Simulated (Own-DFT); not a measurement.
# From a pressure shift to a lattice shift: D0_22 TiAl3, 40 atoms (Al30Ti10)

Source: density functional calculations with Own-DFT, an unreviewed in-house program that is no longer used. Nothing was measured or relaxed, and spin and spin-orbit coupling are left out.

Known weak points: forces on such cells failed a check on a denser k mesh; stress not checked against mesh or cutoff.

Each geometry was run with PBE and with PBEsol, otherwise alike: PseudoDojo norm-conserving scalar-relativistic files made for PBE; cutoff 42 hartree; 4 x 4 x 4 k mesh centred on Gamma; cold (Marzari-Vanderbilt) smearing of 0.2 eV. Unstrained cell vectors in Å: (-2.365, -6.981, 4.326); (-7.667, 3.491, 1.442); (-2.950, -3.488, -7.241). Each has a uniform strain, of which the change of volume is shown, and random moves of rms u per axis.

```
run,volume change (%),u (Å),P with PBE (GPa),P with PBEsol (GPa)
1,4.17,0.0477,-1.61,-3.42
2,-1.80,0.0456,4.66,2.71
3,1.49,0.0512,1.20,-0.67
4,1.63,0.0539,1.07,-0.79
5,-2.18,0.0498,5.46,3.50
6,-0.50,0.0526,3.72,1.80
7,2.28,0.0550,0.54,-1.31
8,-1.20,0.0487,4.54,2.60
9,-3.45,0.0556,7.57,5.57
10,-1.85,0.0508,5.16,?
```

Q: by how much does PBEsol shrink this cell, and what belongs in the blank?

## Solution

Write v for the change of volume as a fraction. Fitted to v and u², the PBE pressure has a slope of -116 ± 3 GPa in v, with the ions held to the strained lattice. The difference PBEsol less PBE is -1.91 + 2.5 v GPa (slope ± 0.1) and averages -1.91 GPa. Divided by the mean slope of the two, 115 GPa, that makes PBEsol's volume at a given pressure, near 2 GPa, about 1.7 % smaller, or 0.55 % in lengths. At one volume PBEsol's slope is the smaller by 2 GPa, but its pressure there is lower too. If stiffness rises by about 4 GPa for each GPa, PBEsol at equal pressure is stiffer by about 5 GPa. Files made for PBEsol would give a different shift.

For run 10 the line gives 3.20 GPa. The hidden result is 3.20 GPa.
